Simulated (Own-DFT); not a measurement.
# What random displacements cost in hexagonal WC, 64 atoms (C32W32)

Calculated results; nothing here was measured. The program, named Own-DFT, is a retired in-house plane-wave density functional code that no person has reviewed. Each row is one single-point run on a periodic cell that was not relaxed, without spin or spin-orbit coupling.

Settings of every run: PBE; PseudoDojo norm-conserving scalar-relativistic files; cutoff 50 hartree; 4 x 4 x 4 k mesh centred on Gamma; cold (Marzari-Vanderbilt) smearing of 0.2 eV.

Known limits, some of them of some rows only: some atoms lie very close together; forces on such cells moved up to 12 meV/angstrom on a denser k mesh; stress not checked against mesh or cutoff.

Cell vectors in Å: (5.833, -5.052, -2.839); (0.000, -5.052, 8.518); (-5.833, -5.052, -2.839). In each run every atom was moved at random and independently from its ideal site; u is the rms move along one axis. E is the free energy for each atom above the fitted value at u = 0, and F the rms of the force components.

```
run   u (Å)  E (meV/atom)  F (eV/Å)  largest force (eV/Å)  P (GPa)
  1  0.0187          13.4     0.524                  1.82     3.25
  2  0.0212          16.4     0.559                  2.03     3.34
  3  0.0499          93.0     1.405                  4.92     6.38
  4  0.0500          84.0     1.241                  4.46     6.06
  5  0.0512         110.2     1.604                  6.84     7.28
  6  0.0981             ?         ?                     ?        ?
  7  0.1041         405.1     3.073                 13.02    19.39
  8  0.1489         856.3     4.820                 26.26    35.53
```

## Worked fit

For small independent moves the energy grows as E = (3/2) K u², with K the mean stiffness felt by one atom. The runs with u up to 0.11 Å give K = 25.0 ± 1.1 eV/Å², with residuals divided by u² + 0.0006 Å², since the noise grows with the moves. The scatter is 7.6 meV/atom at u = 0.05 Å. The forces follow F = G u with G = 28.1 eV/Å²; no force at u = 0 is resolved. G exceeds K because the moves of its neighbours add to the force on an atom, and stiffness differs between atoms. At u = 0.149 Å the parabola gives 832 meV/atom and the run 856. The pressure follows P = 2.67 + 1543 u² GPa: at fixed volume, shortened bonds push harder than stretched ones pull.

## Withheld run

Question: what energy and rms force should run 6 give?

The fit gives 362 ± 30 meV/atom and about 2.76 eV/Å. The calculation gave 353.6 meV/atom and 2.746 eV/Å.
